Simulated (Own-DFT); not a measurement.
## Calculated data, Al3GaN4 (wurtzite random alloy, strained, atoms displaced)

Computed with Own-DFT development build. A calculation, not a measurement: plane-wave PBE density functional theory by an unreviewed code, no spin, of a simulated periodic cell, stress positive in tension, free energy of the whole cell less one offset for each atom, forces on such cells passed a denser k mesh, this cell's mesh not checked; offsets are fitted by least squares, one for each functional and potential file, so energies compare only between cells with the same atoms and settings and are not formation energies; the far tail of each file's local potential was reset to the Coulomb form; each entry is a single point on an unrelaxed cell, so the pressure reflects the starting lattice, mostly measured values, from which strain is counted, and rises with the displacements; printed positions are rounded, which can move forces by about a meV/angstrom; the program is a retired in-house code; no spin-orbit coupling.

Settings shared by all entries: functional PBE; potential files PseudoDojo norm-conserving, scalar-relativistic, standard set with the stringent files for Ga; wave cutoff 96 hartree; occupations Gaussian; smearing width 0.01 eV; k mesh 4 x 4 x 3 centred on Gamma.

(1) Al3GaN4 (wurtzite random alloy, strained, atoms displaced)

```
Al3GaN4
1.0
      9.5816     0.0000     0.0000
     -4.7908     8.2979     0.0000
      0.0000     0.0000    10.0655
Al Ga N Ga Al N Al N Al N Al N Ga Al N Ga Al N Al N Ga Al N Al N Al N Al N Al Ga N Al Ga N Al Ga N Ga Al N Al N Al N
1 1 2 1 1 2 2 2 2 2 2 2 1 1 2 1 1 2 2 2 1 1 2 2 2 2 2 2 2 1 1 2 1 1 2 1 1 2 1 1 2 2 2 2 2
Direct
  0.10557 0.22207 0.00026
  0.21704 0.10757 0.25072
  0.10845 0.22329 0.19157
  0.22495 0.10622 0.44333
  0.12104 0.22885 0.49513
  0.22063 0.11133 0.74202
  0.11063 0.21679 0.68740
  0.22739 0.10875 0.93991
  0.10539 0.56314 0.99962
  0.22126 0.44838 0.24303
  0.10370 0.54636 0.19356
  0.22278 0.44873 0.43214
  0.11372 0.55764 0.50889
  0.22837 0.44926 0.74563
  0.12260 0.55880 0.69030
  0.21919 0.43987 0.94559
  0.10892 0.89290 0.99321
  0.21003 0.77894 0.25212
  0.10557 0.88584 0.18545
  0.21863 0.77503 0.43688
  0.11914 0.90601 0.49490
  0.21719 0.77473 0.74234
  0.10717 0.88533 0.68781
  0.22022 0.77285 0.93442
  0.45344 0.23164 0.00109
  0.55731 0.11049 0.25607
  0.44424 0.21775 0.18340
  0.56006 0.11931 0.43872
  0.44501 0.22278 0.49725
  0.55996 0.11176 0.74070
  0.45000 0.23596 0.68765
  0.55554 0.11454 0.93472
  0.44980 0.55547 0.00585
  0.55276 0.44533 0.24990
  0.43934 0.55966 0.19286
  0.55804 0.44079 0.44495
  0.44656 0.56101 0.50593
  0.55316 0.44309 0.75110
  0.44078 0.55831 0.70068
  0.56428 0.44112 0.93573
  0.44076 0.89507 0.01260
  0.56125 0.77245 0.25077
  0.44861 0.88721 0.18313
  0.55501 0.76784 0.44396
  0.44378 0.88557 0.50675
  0.54647 0.77420 0.74795
  0.44446 0.89031 0.70140
  0.55273 0.78074 0.95276
  0.78931 0.23353 0.99820
  0.89235 0.10446 0.24117
  0.78317 0.22776 0.19117
  0.89132 0.10967 0.44927
  0.77967 0.21874 0.50083
  0.89324 0.11239 0.75854
  0.77485 0.22750 0.68349
  0.88963 0.10824 0.94476
  0.78278 0.55471 0.99802
  0.89287 0.45055 0.25368
  0.77309 0.55583 0.18550
  0.88139 0.43078 0.44203
  0.77935 0.55043 0.50430
  0.87758 0.43841 0.75263
  0.77213 0.54227 0.69946
  0.89826 0.44984 0.93968
  0.77653 0.87987 0.00070
  0.88467 0.77734 0.24296
  0.77456 0.88309 0.19190
  0.88529 0.77157 0.44514
  0.77878 0.89107 0.49204
  0.89770 0.77682 0.75587
  0.76949 0.88965 0.69713
  0.89855 0.78611 0.93219
```

It finds free energy of cell above offsets -22.901 eV; pressure -1.53 GPa; stress xx 5.26 GPa; stress yy 2.81 GPa; stress zz -3.48 GPa; stress yz 0.88 GPa; stress xz 0.05 GPa; stress xy -0.84 GPa.

Force:
```csv
element,x (eV/Å),y (eV/Å),z (eV/Å)
Al,1.614,0.049,-0.323
Ga,0.648,0.59,-1.123
N,1.139,0.639,-0.557
N,0.411,3.701,-1.193
Ga,-1.107,-0.19,0.261
Al,0.994,0.099,1.379
N,0.368,1.524,0.667
N,-1.654,0.437,-0.676
Al,2.362,-0.432,0.277
Al,-0.113,-0.455,0.481
N,0.586,2.515,-1.182
N,0.558,0.77,1.164
Al,-0.499,-0.732,-2.162
Al,-0.76,-1.488,1.777
N,-1.392,-0.603,0.363
N,-0.621,0.322,-0.702
Al,1.706,0.094,0.076
Al,1.925,-0.704,-0.894
N,-0.417,-0.462,0.092
N,0.802,0.31,1.023
Ga,-0.511,-4.908,1.252
Al,0.475,0.662,1.315
N,0.636,0.575,0.567
N,-0.682,1.036,0.783
Ga,-0.157,-1.803,-1.478
Al,0.301,0.022,-1.933
N,0.071,0.797,3.179
N,0.045,-1.685,1.214
Al,0.575,0.525,0.618
Al,-1.08,0.596,1.553
N,-0.225,-2.348,-0.498
N,1.566,-0.171,0.15
Ga,-0.705,-0.013,-1.53
Al,0.141,-0.477,0.258
N,1.374,-1.007,1.241
N,-1.744,0.319,-0.979
Al,0.329,-1.708,-0.421
Al,-0.034,0.548,-0.16
N,1.181,-0.266,-1.546
N,-0.314,2.054,0.482
Al,0.513,-0.112,-4.381
Al,-1.958,0.534,-0.131
N,-0.711,0.16,4.659
N,-0.641,1.822,-0.445
Al,-0.083,0.295,-0.93
Al,1.132,1.125,1.974
N,-0.611,-0.259,-2.15
N,0.591,0.264,-1.331
Al,-1.048,-1.666,0.488
Ga,-1.685,1.051,1.523
N,-0.703,-1.075,-0.589
N,-0.371,-0.318,-1.335
Al,0.05,-0.044,-0.683
Ga,-0.743,-0.489,-1.767
N,0.683,-0.259,1.314
N,-0.377,0.123,1.421
Al,-0.371,0.238,-0.531
Ga,-0.824,-1.128,0.013
N,-0.36,0.507,0.163
N,1.135,1.555,1.024
Ga,0.043,-0.009,0.112
Al,1.617,0.077,-0.447
N,-0.408,2.074,0.045
N,-1.163,-0.504,-0.212
Al,-1.105,0.7,-0.94
Al,0.759,-0.748,1.352
N,0.499,-0.54,-0.522
N,-0.302,1.194,-1.55
Al,0.457,-0.622,2.05
Al,-1.993,-0.309,-2.663
N,0.99,-1.102,-0.914
N,-0.808,-1.271,2.572
```

(2) Al3GaN4 (wurtzite random alloy, strained, atoms displaced)

```
Al3GaN4
1.0
      9.5816     0.0000     0.0000
     -4.7908     8.2979     0.0000
      0.0000     0.0000    10.0655
Al N Ga Al N Al N Al N Al Ga N Al Ga N Al N Ga Al N Al N Ga Al N Al N Al N Al Ga N Al N Al Ga N Al Ga N Al Ga N Al N
2 2 1 1 2 2 2 2 2 1 1 2 1 1 2 2 2 1 1 2 2 2 1 1 2 2 2 2 2 1 1 2 2 2 1 1 2 1 1 2 1 1 2 2 2
Direct
  0.11954 0.22278 0.99932
  0.22756 0.11520 0.24518
  0.10499 0.22567 0.18762
  0.22768 0.11041 0.44404
  0.11185 0.22559 0.49690
  0.23206 0.11558 0.75218
  0.10857 0.22999 0.69222
  0.21730 0.11110 0.93647
  0.11383 0.55368 0.00211
  0.21887 0.44314 0.25500
  0.10799 0.55995 0.18779
  0.22084 0.44558 0.43620
  0.11023 0.55821 0.49503
  0.22837 0.44233 0.74858
  0.09614 0.55226 0.68622
  0.21624 0.44223 0.93537
  0.11582 0.90088 0.00630
  0.20607 0.76819 0.26510
  0.11127 0.88284 0.19297
  0.22578 0.78751 0.44968
  0.11824 0.90313 0.50074
  0.22810 0.78099 0.75658
  0.11554 0.89029 0.69298
  0.22070 0.78019 0.93648
  0.42836 0.21458 0.00397
  0.56100 0.12436 0.25282
  0.43761 0.22377 0.18513
  0.54950 0.10629 0.44101
  0.44663 0.22059 0.49376
  0.55980 0.11793 0.74998
  0.44552 0.22401 0.69441
  0.55809 0.10982 0.94131
  0.43466 0.54356 0.99580
  0.56358 0.44181 0.25244
  0.44940 0.55468 0.19475
  0.55407 0.44823 0.44163
  0.43392 0.54276 0.49369
  0.56570 0.45510 0.75272
  0.45088 0.55413 0.70029
  0.55558 0.43470 0.93969
  0.44890 0.89840 0.99236
  0.56151 0.77821 0.25546
  0.44447 0.89291 0.19255
  0.55588 0.77668 0.43848
  0.45227 0.89842 0.49619
  0.55507 0.77380 0.74383
  0.44250 0.88673 0.68662
  0.55300 0.76923 0.93830
  0.78171 0.22339 0.99901
  0.89548 0.10776 0.24840
  0.78208 0.21618 0.18786
  0.89128 0.11656 0.43966
  0.77946 0.22120 0.49567
  0.88729 0.12017 0.75018
  0.78286 0.21861 0.69034
  0.88760 0.11126 0.93989
  0.77527 0.55739 0.00392
  0.89544 0.44641 0.25524
  0.77164 0.55113 0.19645
  0.88893 0.43799 0.43681
  0.76983 0.56431 0.50151
  0.88945 0.44662 0.75115
  0.77462 0.55377 0.69151
  0.90081 0.45650 0.94277
  0.77814 0.89467 0.99436
  0.89653 0.78730 0.25084
  0.78517 0.88498 0.19136
  0.88469 0.76659 0.43565
  0.76887 0.87991 0.50359
  0.89125 0.77829 0.75253
  0.77439 0.89478 0.68971
  0.88511 0.77489 0.93824
```

The calculation gives: free energy of cell above offsets -22.718 eV; pressure -1.45 GPa; stress xx 3.77 GPa; stress yy 4.46 GPa; stress zz -3.9 GPa; stress yz 0.87 GPa; stress xz 0.33 GPa; stress xy -0.81 GPa.

Force:
```csv
element,x (eV/Å),y (eV/Å),z (eV/Å)
Al,-2.474,0.361,-0.509
Al,-1.052,-0.698,1.048
N,3.021,0.532,-0.174
N,-1.306,0.586,-1.988
Ga,-0.064,-0.61,0.961
Al,-1.327,-0.563,-1.382
N,1.29,-1,0.328
N,0.53,0.035,1.242
Al,-0.474,1.188,-0.773
Al,0.542,0.848,-2.099
N,1.846,-1.012,0.435
N,-1.226,0.263,0.39
Al,-0.514,0.154,1.47
Al,-1.56,0.784,-0.284
N,3.38,0.73,-0.704
N,0.849,-0.314,0.942
Al,0.057,-2.642,-1.361
Ga,2.326,1.405,-1.718
N,-0.372,2.583,-0.717
N,0.006,-0.814,0.555
Al,-0.146,-2.435,1.112
Ga,-0.654,-0.907,-2.297
N,-1.467,1.061,-0.453
N,0.268,0.407,3.154
Al,2.429,1.042,-1.748
Al,0.639,-2.12,-1.476
N,1.043,0.118,1.546
N,1.688,1.544,-0.726
Ga,-0.174,0.818,1.852
Al,0.234,-0.78,-0.128
N,0.511,0.592,-0.02
N,-0.688,1.256,-0.343
Al,0.925,1.426,0.697
Al,-2.014,0.628,-0.607
N,-0.711,-0.594,-0.329
N,1.376,-0.885,-0.682
Ga,0.249,1.859,1.254
Al,-0.23,-1.827,0.198
N,-1.065,-0.137,-1.22
N,-0.824,0.315,0.664
Al,0.319,-2.134,1.521
Al,-0.869,0.115,-2.045
N,0.576,0.255,0.004
N,-0.31,0.358,0.975
Al,-0.365,-2.054,0.593
Al,-0.51,0.815,0.965
N,1.362,1.018,0
N,-0.369,0.674,0
Al,-0.314,0.577,0.052
Ga,-1.633,-0.559,0.174
N,-1.57,0.545,0.161
N,-0.242,-1.664,0.582
Al,-0.115,0.212,0.658
Al,1.66,-1.257,0.187
N,-2.342,0.409,-0.86
N,0.646,0.458,0.023
Al,0.591,-0.303,-0.056
Ga,-1.125,-0.881,-1.916
N,0.87,0.34,-1.057
N,-0.734,0.738,2.32
Al,1.741,-1.68,0.183
Ga,-0.369,-0.559,0.23
N,-0.367,1.255,-0.695
N,-1.149,-1.401,0.911
Al,-0.003,-1.391,0.335
Ga,-0.136,-1.948,-0.461
N,-2.108,0.501,-1.156
N,-0.11,2.454,2.249
Al,0.834,1.106,-0.616
Al,0.001,0.448,-0.542
N,1.057,-0.516,0.212
N,0.218,0.871,0.96
```

(3) Al3GaN4 (wurtzite random alloy, strained, atoms displaced)

```
Al3GaN4
1.0
      9.5816     0.0000     0.0000
     -4.7908     8.2979     0.0000
      0.0000     0.0000    10.0655
Ga Al N Al N Al N Ga Al N Ga Al N Al N Ga N Ga Al N Al N Ga Al N Al Ga N Ga Al N Al N Al N Al N Al N Al N Al N
1 1 2 2 2 2 2 1 1 2 1 1 2 2 2 2 2 1 1 2 2 2 1 1 2 1 1 2 1 1 2 2 2 2 2 2 2 2 2 2 2 2 2
Direct
  0.12413 0.22831 0.99879
  0.21170 0.10984 0.24731
  0.11277 0.21884 0.19377
  0.23286 0.11313 0.45098
  0.11316 0.21959 0.49583
  0.22601 0.10338 0.75219
  0.11977 0.21910 0.69533
  0.21341 0.10295 0.94349
  0.11891 0.55463 0.99980
  0.22387 0.45472 0.24970
  0.11291 0.55146 0.18454
  0.23036 0.44306 0.43117
  0.12350 0.55300 0.49070
  0.21505 0.44957 0.74328
  0.11176 0.55589 0.69678
  0.22503 0.44251 0.93915
  0.10375 0.88763 0.00240
  0.21757 0.76988 0.24464
  0.11615 0.88409 0.18461
  0.22382 0.78591 0.44536
  0.11269 0.88708 0.50323
  0.22579 0.77500 0.74798
  0.11522 0.88810 0.69456
  0.23258 0.79018 0.94390
  0.44724 0.23171 0.99715
  0.55220 0.10846 0.24327
  0.44711 0.22789 0.18399
  0.56482 0.10646 0.44274
  0.43186 0.21131 0.49713
  0.55871 0.11464 0.75476
  0.43795 0.22260 0.68931
  0.55345 0.11326 0.94166
  0.43840 0.54808 0.00233
  0.56110 0.45791 0.25065
  0.45019 0.55835 0.18673
  0.55148 0.44297 0.43958
  0.44434 0.55949 0.49699
  0.55627 0.45217 0.74435
  0.43495 0.55703 0.68766
  0.56001 0.44578 0.94339
  0.43652 0.88922 0.99320
  0.56150 0.77295 0.24479
  0.43872 0.88285 0.19056
  0.55551 0.77239 0.43795
  0.45713 0.90663 0.50222
  0.54829 0.77029 0.75053
  0.44640 0.88489 0.68797
  0.56713 0.78311 0.93808
  0.78149 0.22562 0.99561
  0.89176 0.09997 0.25528
  0.77664 0.22883 0.18979
  0.88175 0.11002 0.43187
  0.78048 0.22230 0.49829
  0.89229 0.11190 0.74539
  0.77300 0.21889 0.69724
  0.88862 0.11140 0.93285
  0.77878 0.55163 0.00411
  0.88994 0.44141 0.24744
  0.77592 0.54714 0.18902
  0.89417 0.44720 0.43740
  0.78146 0.55281 0.49847
  0.89515 0.44540 0.75781
  0.77794 0.55923 0.68993
  0.88143 0.44239 0.94428
  0.77175 0.89486 0.99479
  0.88507 0.77400 0.25205
  0.77751 0.89035 0.18114
  0.89159 0.78857 0.43485
  0.77506 0.88733 0.50436
  0.90063 0.79279 0.75254
  0.77492 0.89174 0.69399
  0.89482 0.77599 0.93675
```

Results for Al3GaN4 (wurtzite random alloy, strained, atoms displaced): free energy of cell above offsets -22.649 eV; pressure -1.29 GPa; stress xx 3.28 GPa; stress yy 3.75 GPa; stress zz -3.16 GPa; stress yz 0.12 GPa; stress xz -0.44 GPa; stress xy -0.78 GPa.

Force:
```csv
element,x (eV/Å),y (eV/Å),z (eV/Å)
Ga,-1.702,-1.486,-0.031
Al,3.048,-0.469,0.281
N,-1.223,1.03,0.596
N,-5.069,-2.82,-2.932
Al,0.067,-0.076,0.748
Al,-0.667,0.87,0.214
N,-1.54,0.541,-1.339
N,1.142,1.156,-1.342
Al,-1.114,0.527,-0.876
Al,1.46,-1.474,-1.142
N,-0.601,0.268,0.869
N,-0.919,-1.236,0.645
Ga,-1.689,1.076,1.018
Al,2.223,-1.679,0.955
N,-0.691,0.058,-0.489
N,-0.466,1.518,-0.456
Ga,0.934,-0.136,-0.823
Al,0.414,1.264,0.719
N,-1.438,0.188,3.016
N,0.455,-0.962,-1.291
Al,-0.508,0.274,-0.111
Al,-0.27,0.791,0.393
N,0.121,-0.218,-0.64
N,-0.943,-2.945,-1.542
Ga,0.041,-1.624,-0.026
Ga,0.002,0.223,0.171
N,-1.363,0.159,2.256
N,-0.777,3.23,-1.027
Ga,4.266,2.824,1.011
Al,-0.783,-0.384,-0.576
N,1.399,0.23,1.301
N,0.995,-0.441,-0.295
Al,1.308,1.392,-1.114
Al,0.479,-2.292,-0.145
N,-1.068,-1.423,0.092
N,1.409,0.451,-0.248
Ga,1.002,-0.443,0.359
Al,0.144,-0.709,0.374
N,0.607,-0.295,1.11
N,-0.883,1.71,-1.346
Al,2.518,1.138,1.378
Ga,-1.459,1.416,0.326
N,0.036,-0.431,-0.862
N,0.44,1.714,0.309
Ga,-0.056,-3.675,-0.338
Al,0.551,1.048,-0.047
N,-0.48,0.534,1.955
N,-2.572,-1.646,-0.044
Al,-0.262,-0.973,0.669
Al,-1.437,1.244,-2.583
N,1.763,-0.926,-0.515
N,1.429,-0.074,2.662
Al,-0.336,0.541,0.401
Al,-0.129,0.166,0.472
N,1.093,1,-1.161
N,-0.184,0.454,0.853
Al,-0.65,0.933,-1.032
Al,-0.307,-0.102,-0.128
N,-0.029,1.513,0.994
N,-0.137,-0.521,0.152
Al,-0.784,0.392,0.271
Al,-1.633,-0.107,-1.023
N,0.586,0.214,-0.064
N,1.894,0.654,-0.194
Al,2.138,0.178,-0.265
Al,0.592,0.253,-1.586
N,1.54,0.05,0.769
N,0.478,-0.785,1.284
Al,-0.184,-0.046,-0.448
Al,-0.727,-1.701,-0.405
N,0.639,-0.378,-0.648
N,-2.135,-0.745,0.514
```

(4) Al3GaN4 (wurtzite random alloy, strained, atoms displaced)

```
Al3GaN4
1.0
      9.5816     0.0000     0.0000
     -4.7908     8.2979     0.0000
      0.0000     0.0000    10.0655
Al N Al N Al Ga N Ga Al N Al N Al N Ga N Al N Al N Al N Al N Ga Al N Ga Al N Al Ga N Al N Al Ga N Al N Ga Al N
2 2 2 2 1 1 2 1 1 2 2 2 2 2 2 2 2 2 2 2 2 2 2 2 1 1 2 1 1 2 1 1 2 2 2 1 1 2 2 2 1 1 2
Direct
  0.11305 0.22175 0.00825
  0.23132 0.12011 0.25307
  0.09913 0.22664 0.19390
  0.22070 0.11423 0.43878
  0.11064 0.22077 0.49567
  0.22351 0.11927 0.74889
  0.10592 0.22460 0.68967
  0.22075 0.11310 0.95179
  0.11270 0.55761 0.99354
  0.21723 0.44420 0.23857
  0.11689 0.56114 0.18822
  0.22570 0.45414 0.43952
  0.10770 0.54802 0.50004
  0.21429 0.43252 0.74834
  0.11016 0.56547 0.68066
  0.22228 0.44484 0.94397
  0.11984 0.89474 0.01150
  0.21694 0.78094 0.25539
  0.11005 0.88944 0.19062
  0.21636 0.77728 0.43359
  0.11220 0.89108 0.50322
  0.21725 0.77467 0.74716
  0.11256 0.89027 0.69436
  0.22706 0.77198 0.94767
  0.44806 0.22727 0.99926
  0.55922 0.11249 0.25634
  0.44184 0.22590 0.19941
  0.55914 0.11721 0.44150
  0.45530 0.22089 0.49047
  0.56145 0.11705 0.74156
  0.44575 0.22473 0.70150
  0.55308 0.10540 0.93090
  0.44343 0.54584 0.00034
  0.54723 0.44463 0.25673
  0.45133 0.55579 0.19320
  0.55930 0.43756 0.43521
  0.44338 0.55861 0.49895
  0.56395 0.45907 0.73954
  0.44985 0.55977 0.68774
  0.54691 0.43428 0.93480
  0.43490 0.88760 0.01632
  0.56831 0.79603 0.24929
  0.44276 0.89836 0.19764
  0.54908 0.78061 0.43999
  0.45007 0.90059 0.49932
  0.55505 0.76938 0.75478
  0.45041 0.88797 0.69451
  0.55967 0.77767 0.94223
  0.77374 0.21938 0.00657
  0.88609 0.11245 0.23998
  0.77940 0.21508 0.18855
  0.87684 0.11097 0.43653
  0.77034 0.22210 0.50928
  0.88723 0.10917 0.75294
  0.77886 0.22719 0.68075
  0.88708 0.11034 0.94364
  0.77708 0.55289 0.98837
  0.88949 0.45025 0.24430
  0.77558 0.55510 0.18825
  0.89440 0.44981 0.43406
  0.78580 0.56801 0.50730
  0.88593 0.44408 0.74903
  0.77306 0.55701 0.69258
  0.87871 0.43005 0.94590
  0.78050 0.89961 0.00657
  0.89559 0.78226 0.24978
  0.78573 0.89536 0.19296
  0.88241 0.77523 0.44787
  0.77743 0.89035 0.49883
  0.89602 0.78487 0.75076
  0.78208 0.88724 0.68288
  0.89645 0.77645 0.94749
```

The calculation gives: free energy of cell above offsets -22.436 eV; pressure -1.29 GPa; stress xx 4.72 GPa; stress yy 3.33 GPa; stress zz -4.2 GPa; stress yz 0.34 GPa; stress xz 0.16 GPa; stress xy 0.52 GPa.

Force:
```csv
element,x (eV/Å),y (eV/Å),z (eV/Å)
Al,-0.707,0.191,-0.935
Al,-1.619,-1.046,-0.529
N,2.215,-1.425,-0.509
N,0.742,-0.365,0.787
Al,-1.255,0.671,-0.398
Al,0.617,-0.618,0.777
N,1.292,-0.492,-0.595
N,-0.504,-0.484,-1.18
Al,-0.261,-0.861,1.224
Ga,0.794,1.364,1.573
N,-1.723,0.515,-0.718
N,1.502,-1.974,0.222
Ga,-0.349,1.114,-1.85
Al,0.163,2.384,0.344
N,0.879,-1.181,3.354
N,0.016,-0.649,-0.787
Al,-0.418,-0.903,-2.161
Al,0.686,-0.579,-1.322
N,0.299,0.981,1.603
N,-0.303,1.071,1.918
Al,-0.113,-0.248,-0.54
Al,1.305,1.318,0.81
N,0.087,0.659,-0.307
N,-1.464,0.916,-1.054
Ga,0.643,-1.513,0.156
Ga,-0.246,1.164,-1.299
N,0.52,0.25,-0.43
N,0.616,0.198,0.974
Al,-2.709,0.997,1.744
Al,-0.658,-1.129,1.36
N,-0.081,0.368,-2.2
N,-0.16,-0.413,1.374
Al,0.057,1.356,0.143
Al,1.863,0.513,-1.503
N,-0.884,1.022,-0.744
N,-0.556,1.262,2.438
Al,0.188,-0.011,-0.765
Al,-1.021,-2.581,1.398
N,-0.96,-0.824,0.085
N,0.581,2.865,-0.603
Al,1.588,0.473,-2.89
Al,-0.63,-1.909,0.305
N,0.491,-1.577,0.076
N,1.015,-0.636,-0.825
Ga,-0.537,-2.064,0.677
Al,-0.361,1.646,-0.353
N,-0.74,0.171,-0.021
N,-0.223,-0.263,1.057
Ga,-0.651,-1.23,-1.633
Al,0.247,-0.164,2.396
N,-1.104,1.526,1.569
N,1.04,1.026,-0.011
Al,1.679,0.963,-4.178
Ga,-0.583,-0.416,-0.465
N,-0.181,-0.614,2.9
N,1.167,0.262,0.394
Al,-0.622,0.036,1.672
Al,0.265,-0.281,0.257
N,-0.153,0.214,-0.208
N,-1.84,-0.99,0.704
Al,0.193,-2.072,-1.725
Ga,0.26,0.138,0.277
N,1.012,1.386,-0.028
N,0.662,2.836,-0.99
Al,0.544,-2.015,-1.074
Al,-0.784,-1.215,0.104
N,-0.2,-0.336,-0.049
N,1.693,0.869,-1.444
Ga,-0.864,0.415,-0.923
Al,-0.425,-0.266,0.712
N,-0.428,-0.472,2.8
N,-0.601,0.679,-0.939
```

(5) Al3GaN4 (wurtzite random alloy, strained, atoms displaced)

```
Al3GaN4
1.0
      9.5816     0.0000     0.0000
     -4.7908     8.2979     0.0000
      0.0000     0.0000    10.0655
Al N Al Ga N Al N Al N Al N Al Ga N Ga Al N Ga Al N Al N Al N Al N Ga Al N Al N Ga Al N Ga N Ga Al N Al N Al N
2 2 1 1 2 2 2 2 2 2 2 1 1 2 1 1 2 1 1 2 2 2 2 2 2 2 1 1 2 2 2 1 1 2 2 2 1 1 2 2 2 2 2
Direct
  0.11175 0.21900 0.99503
  0.22765 0.12642 0.25874
  0.11316 0.22254 0.18677
  0.23235 0.12026 0.44692
  0.10160 0.20820 0.50448
  0.21863 0.11192 0.75178
  0.09381 0.22133 0.70199
  0.22497 0.10943 0.93906
  0.10824 0.55715 0.99572
  0.22398 0.44239 0.24708
  0.11220 0.55942 0.19424
  0.23308 0.45628 0.44086
  0.10510 0.54957 0.50166
  0.21601 0.43507 0.74584
  0.10309 0.55642 0.69689
  0.23192 0.45532 0.94540
  0.10778 0.88475 0.98377
  0.22609 0.77671 0.25215
  0.12187 0.89448 0.18307
  0.23715 0.78767 0.43656
  0.12110 0.88860 0.50298
  0.22249 0.78783 0.75418
  0.10556 0.88616 0.69122
  0.22794 0.78448 0.93750
  0.44950 0.22653 0.99358
  0.54446 0.10410 0.24725
  0.44065 0.21549 0.19234
  0.55030 0.11723 0.44034
  0.44281 0.22462 0.50112
  0.56257 0.10893 0.75405
  0.44213 0.22709 0.68850
  0.55215 0.10829 0.94008
  0.43970 0.55918 0.00489
  0.55870 0.44741 0.25580
  0.44651 0.56277 0.19098
  0.56308 0.45438 0.43421
  0.45115 0.55220 0.49783
  0.55676 0.45010 0.75048
  0.44119 0.55404 0.68116
  0.55281 0.44370 0.94497
  0.45105 0.89659 0.99226
  0.54619 0.77831 0.25583
  0.43996 0.88962 0.18122
  0.54878 0.77133 0.44189
  0.44724 0.89157 0.50498
  0.55330 0.78789 0.75070
  0.44921 0.89303 0.69047
  0.55930 0.78326 0.93505
  0.77224 0.22069 0.99361
  0.89878 0.10863 0.25371
  0.78582 0.23270 0.19003
  0.88541 0.11396 0.44200
  0.79035 0.22607 0.49662
  0.88399 0.10834 0.74844
  0.78659 0.23013 0.69537
  0.89852 0.11176 0.93671
  0.77463 0.55045 0.99821
  0.88599 0.44373 0.25406
  0.76962 0.55361 0.18192
  0.89103 0.44326 0.44216
  0.77722 0.56093 0.50275
  0.88564 0.44682 0.75358
  0.77171 0.54526 0.68831
  0.87618 0.43904 0.95033
  0.78014 0.88882 0.98887
  0.89671 0.78217 0.25650
  0.78943 0.88733 0.18451
  0.88122 0.77174 0.43870
  0.76766 0.89012 0.50290
  0.89007 0.77769 0.74998
  0.78047 0.88566 0.69702
  0.89873 0.78828 0.94089
```

The calculation gives: free energy of cell above offsets -22.267 eV; pressure -1.34 GPa; stress xx 3 GPa; stress yy 4.52 GPa; stress zz -3.49 GPa; stress yz -0.17 GPa; stress xz -0.26 GPa; stress xy -0.26 GPa.

Force:
```csv
element,x (eV/Å),y (eV/Å),z (eV/Å)
Al,0.355,0.673,0.418
Al,0.865,-2.025,-1.875
N,0.133,0.407,0.79
N,-2.93,-1.909,-0.451
Al,0.424,2.121,0.293
Ga,0.177,0.499,-0.548
N,1.817,-0.134,-2.271
N,-0.868,-0.009,0.424
Al,0.239,0.038,0.998
Al,-0.715,0.846,0.221
N,0.83,-0.128,-0.849
N,-0.764,-1.993,0.125
Al,1.186,1.134,-0.028
Al,-0.059,2.256,0.655
N,0.797,-0.377,-0.648
N,-1.327,-1.576,-1.089
Al,1.226,1.395,3.006
Al,-0.988,0.64,-1.477
N,-0.764,-0.252,1.304
N,-2.149,-1.552,1.056
Al,-0.761,0.011,-1.036
Ga,0.937,-1.339,-1.214
N,-0.397,0.356,-0.897
N,-0.036,-0.696,1.317
Ga,-0.889,-0.748,1.477
Al,1.085,0.994,0.171
N,-0.359,1.545,0.431
N,1.939,-0.662,-0.628
Ga,1.374,1.391,0.13
Al,-1.121,1.266,-1.333
N,1.09,-0.096,1.699
N,1.252,0.405,-0.727
Al,1.389,0.539,-0.391
Al,-0.037,-0.199,-2.572
N,0.075,-0.677,0.54
N,-0.561,-0.84,1.1
Al,-1.384,0.333,-0.198
Al,-0.733,-0.59,0.073
N,0.131,0.304,1.821
N,-1.133,1.363,-1.651
Al,-0.393,-1.446,1.11
Al,1.238,0.437,-1.578
N,1.112,-0.191,0.894
N,1.046,0.982,0.142
Ga,0.193,0.594,-1.155
Al,1.343,-2.095,-0.535
N,-0.208,0.691,1.353
N,-0.199,-0.235,0.611
Al,1.367,-0.21,1.639
Al,-1.599,-0.056,-1.951
N,-0.117,-3.172,-0.428
N,2.606,-2.032,-0.318
Ga,-3.281,0.37,0.859
Al,-0.434,-0.182,0.985
N,-0.714,-1.217,0.311
N,-1.788,-0.078,0.19
Ga,-0.995,1.532,0.313
Ga,-0.2,0.923,-1.341
N,0.32,0.868,2.886
N,-0.041,1.16,0.757
Ga,0.78,-1.136,-0.626
Al,0.329,-0.23,0.257
N,-0.191,1.426,1.94
N,2.561,0.074,-2.379
Al,0.193,0.403,1.564
Al,0.232,-0.44,-2.645
N,-1.595,0.557,0.906
N,0.651,2.688,1.099
Al,1.052,-0.807,-0.332
Al,-0.304,-0.803,0.147
N,-1.216,0.438,-1.139
N,-1.093,-1.524,-1.701
```
